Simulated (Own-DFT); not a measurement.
# How strain changes the stress of beta-Si3N4, 112 atoms (N64Si48)

Calculated, not measured: single-point runs of Own-DFT, a retired in-house plane-wave DFT program that no person has reviewed, on unrelaxed cells, without spin or spin-orbit coupling.

Method: PBE; PseudoDojo norm-conserving scalar-relativistic files; cutoff 42 hartree; 2 x 2 x 4 k mesh centred on Gamma; Fermi-Dirac smearing of 0.1 eV.

Limits: forces on such cells moved up to 12 meV/angstrom on a denser k mesh; stress not checked against mesh or cutoff.

Unstrained cell vectors in Å: (15.212, 0.000, 0.000); (-7.606, 13.174, 0.000); (0.000, 0.000, 5.818). The unstrained cell has measured lattice constants (interpolated for alloys), not those of this functional. That, the random moves and any unrelaxed bonds set the pressure at no strain. In each run the cell takes a homogeneous strain; fractional positions stay. All atoms carry random offsets, Gaussian with a width of 0.05 Å per axis. Stress is counted positive in tension, P = -(s_xx + s_yy + s_zz)/3, and strain components are those of the symmetric tensor.

```
run  e_xx (%)  e_yy (%)  e_zz (%)  e_yz (%)  e_xz (%)  e_xy (%)  s_xx (GPa)  s_yy (GPa)  s_zz (GPa)  s_yz (GPa)  s_xz (GPa)  s_xy (GPa)  P (GPa)  E (meV/atom)
  1     -1.18      1.61     -1.52     -0.52      0.50     -0.45      -14.55       -1.14      -20.13       -1.45        1.82        1.61    11.94          32.1
  2      0.21     -1.46     -0.87     -0.42     -0.51     -0.84      -10.80      -15.99      -16.64        0.89       -1.06       -3.90    14.48          35.0
  3      0.49      0.34      1.40     -0.90     -0.92     -1.21       -1.82       -3.23       -1.31       -4.08       -4.25       -5.19     2.12           0.0
  4      1.88     -0.90     -0.35     -1.39      1.01      1.08        0.11      -13.83       -9.26       -3.52        3.50        5.55     7.66          37.6
  5      0.41      1.90      0.28     -0.52      0.84      0.27       -2.07        3.18       -8.32       -3.27        2.37        2.12     2.41          15.3
  6     -0.53      1.47     -0.88      1.53     -0.89     -0.68       -9.14       -0.41      -17.64        4.78       -3.48       -2.48     9.07          35.3
  7     -0.86      1.70      0.45      0.05      1.54      0.03       -6.70        0.11       -8.06       -0.73        4.04       -0.16     4.88           7.8
  8      0.60      0.51      1.21      0.68      1.27     -1.98       -3.51       -3.15       -4.24        4.40        5.27       -7.19     3.63          45.2
  9     -0.83     -1.24      1.12      0.65      0.18     -1.93      -15.19      -13.59       -4.10        1.38        1.50       -9.13    10.96          37.4
 10      1.14      1.18      0.76      1.82     -0.32     -0.24        0.69       -0.83       -4.69        6.52       -1.41       -0.25     1.61          26.4
 11     -0.01     -0.20      1.10      1.31     -1.99      1.14       -9.50       -6.74       -5.57        7.24       -7.67        7.83     7.27          45.6
 12     -1.55     -0.08     -0.45      0.93     -1.79     -0.96      -20.76       -7.04      -16.29        2.78       -5.72       -3.95    14.69          51.5
 13     -0.99     -1.06      0.95     -1.38      1.09     -1.91      -13.29      -14.09       -5.01       -3.41        3.31       -7.58    10.80          21.5
 14     -1.70     -1.30     -0.37     -0.31     -1.05     -0.30      -20.48      -16.83      -16.88       -3.22       -2.97       -1.98    18.06          55.1
 15     -1.03      0.46     -1.54      1.75     -1.34      0.81      -13.82       -6.53      -27.30        8.78       -4.69        2.44    15.88          77.1
 16     -1.71     -2.00     -1.10      0.55      0.18      1.89      -18.11      -23.34      -24.89        3.96        0.56        5.77    22.11          62.3
 17     -0.22      1.17     -0.94     -0.06     -1.87      1.93       -7.65       -1.51      -16.59        0.47       -7.16        7.35     8.58          28.2
 18     -1.81     -0.02      0.09     -0.18     -1.57     -0.70           ?           ?           ?           ?           ?           ?        ?             ?
```

E is the free energy for each atom above the lowest run shown.

## What the rows give

Regress every stress component on the fractional strains (shears doubled) of the visible runs, with a constant. Shear strains stay in the fit of a normal stress only where such slopes are resolved. The slopes, in GPa:

| stress | at no strain | per e_xx | per e_yy | per e_zz | scatter |
|---|---|---|---|---|---|
| s_xx | -8.1 | 540 ± 52 | 171 ± 39 | 88 ± 52 | 1.94 |
| s_yy | -8.1 | 64 ± 20 | 578 ± 14 | 93 ± 23 | 0.71 |
| s_zz | -11.2 | 138 ± 43 | 68 ± 33 | 679 ± 42 | 1.56 |

Also, s_yy gains -45 ± 8 per 2 e_xz; s_yy gains -28 ± 9 per 2 e_xy; s_zz gains -59 ± 20 per 2 e_yz.

The slope of each shear stress on twice its own strain, from a fit on all six strains: yz 202 ± 22, xz 177 ± 6, xy 203 ± 19 GPa. These are stiffnesses along x, y and z of the frame in which the cell vectors are given, with the crystal's c axis along z: C11, C12, C13 and C33. Hexagonal symmetry asks that xx and yy behave alike, which is a second check on the noise. The atoms are held to the strained lattice; where symmetry lets them move under strain, relaxing them would lower some slopes. Symmetry asks for nearly equal slopes across the diagonal; the mismatch is a measure of noise. A ninth of the table's sum, 269 ± 8 GPa, estimates the bulk modulus near the mean pressure of these runs, 9.8 GPa, so it lies above the value at zero pressure.

## Check

Question: what normal stresses and pressure should run 18 give?

Estimate: s_xx = -17.8, s_yy = -7.5, s_zz = -12.9 and P = 12.8 GPa. Computed: -16.88, -8.21, -13.33 and P = 12.81 GPa.
